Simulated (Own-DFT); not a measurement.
# A layer strained by its substrate: wurtzite AlGaN with randomly placed atoms, 128 atoms (Al48Ga16N64)

Everything here is calculated. The program is Own-DFT (plane waves, in-house, since retired, never reviewed by a person); positions were held fixed, and spin and spin-orbit coupling were off.

Common settings: PBE; PseudoDojo norm-conserving scalar-relativistic files (stringent for Ga); cutoff 96 hartree; 3 x 3 x 3 k mesh centred on Gamma; Gaussian smearing of 0.01 eV.

Caveats: k mesh not checked against a denser one; stress not checked against mesh or cutoff.

Unstrained cell vectors in Å: (12.525, 0.000, 0.000); (-6.263, 10.847, 0.000); (0.000, 0.000, 10.066). The unstrained cell has measured lattice constants (interpolated for alloys), not those of this functional. That, the random moves and any unrelaxed bonds set the pressure at no strain. Each run strains x and y alike by e, as a substrate would, and holds the height along z. All atoms carry random offsets, Gaussian with a width of 0.05 Å per axis. The random placing of the alloy's atoms differs from row to row. Stress is positive in tension.

```
e (%)  u (Å)  (s_xx + s_yy)/2 (GPa)  s_zz (GPa)
-2.00  0.050                 -19.31       -9.21
-1.50  0.053                 -15.90       -9.23
-1.25  0.051                 -14.16       -8.47
-1.00  0.045                      ?           ?
-0.50  0.050                  -8.92       -7.00
 0.50  0.049                  -3.60       -6.14
 0.75  0.051                  -2.69       -5.01
 1.25  0.048                   0.85       -5.38
 1.50  0.052                   1.60       -3.98
 1.75  0.051                   2.04       -2.20
```

## What the rows give

With e as a fraction, the in-plane stress is -6.2 + 571 e - 4348 e² GPa (errors 10 and 1134, scatter 0.40), and s_zz is -6.4 + 166 e GPa (slope ± 18, scatter 0.71). At e = 0 the first slope is C11 + C12 and the second 2 C13, both with the ions held to the strained lattice and at the cell's own pressure. The term in e² is negative: the layer stiffens under compression and softens under tension. A free layer would change its height as e changes, and the in-plane slope would drop by 2 C13²/C33 to the biaxial modulus. At fixed height, a misfit of 1 % moves the in-plane stress by about 5.7 GPa and s_zz by 1.7 GPa.

## The run left out

Asked: what are the two stresses at e = -1.00 %?

The fit gives -12.4 and -8.0 GPa. The run itself gave -12.31 and -7.27 GPa.
